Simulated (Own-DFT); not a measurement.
# Two functionals across a range of volumes: C11b WSi2, 30 atoms (Si20W10)

Calculated, not measured: single-point runs of Own-DFT, a retired in-house plane-wave DFT program that no person has reviewed, on unrelaxed cells, without spin or spin-orbit coupling.

Limits: forces on such cells failed a check on a denser k mesh; stress not checked against mesh or cutoff.

Each geometry was run with PBE and with PBEsol, otherwise alike: PseudoDojo norm-conserving scalar-relativistic files made for PBE; cutoff 50 hartree; 5 x 5 x 5 k mesh centred on Gamma; cold (Marzari-Vanderbilt) smearing of 0.2 eV. Unstrained cell vectors in Å: (-2.149, -5.953, 3.409); (-6.444, 2.976, 1.136); (-2.553, -2.948, -6.757). Each has a uniform strain, of which the change of volume is shown, and random moves of rms u per axis.

| run | volume change (%) | u (Å) | P with PBE (GPa) | P with PBEsol (GPa) |
|---|---|---|---|---|
| 1 | -2.37 | 0.0478 | 12.29 | 8.09 |
| 2 | -4.15 | 0.0558 | 18.73 | 14.41 |
| 3 | -0.42 | 0.0473 | 8.09 | 3.97 |
| 4 | 0.77 | 0.0514 | 3.75 | -0.30 |
| 5 | 2.11 | 0.0542 | 0.95 | -3.04 |
| 6 | 1.83 | 0.0542 | 2.21 | -1.79 |
| 7 | 1.37 | 0.0476 | 3.09 | -0.94 |
| 8 | -2.03 | 0.0481 | 11.57 | 7.36 |
| 9 | 0.62 | 0.0524 | 5.37 | 1.30 |
| 10 | -0.06 | 0.0470 | 6.38 | 2.28 |
| 11 | 0.54 | 0.0528 | 5.84 | ? |

Question: by how much does PBEsol shrink this cell, and what belongs in the blank?

## Working it out

Write v for the change of volume as a fraction. Fitted to v and u², the PBE pressure has a slope of -271 ± 9 GPa in v, with the ions held to the strained lattice. The difference PBEsol less PBE is -4.10 + 5.2 v GPa (slope ± 0.1) and averages -4.11 GPa. Divided by the mean slope of the two, 269 GPa, that makes PBEsol's volume at a given pressure, near 5 GPa, about 1.5 % smaller, or 0.51 % in lengths. At one volume PBEsol's slope is the smaller by 5 GPa, but its pressure there is lower too. If stiffness rises by about 4 GPa for each GPa, PBEsol at equal pressure is stiffer by about 11 GPa. Files made for PBEsol would give a different shift.

For run 11 the line gives 1.77 GPa. DFT gave 1.77 GPa.
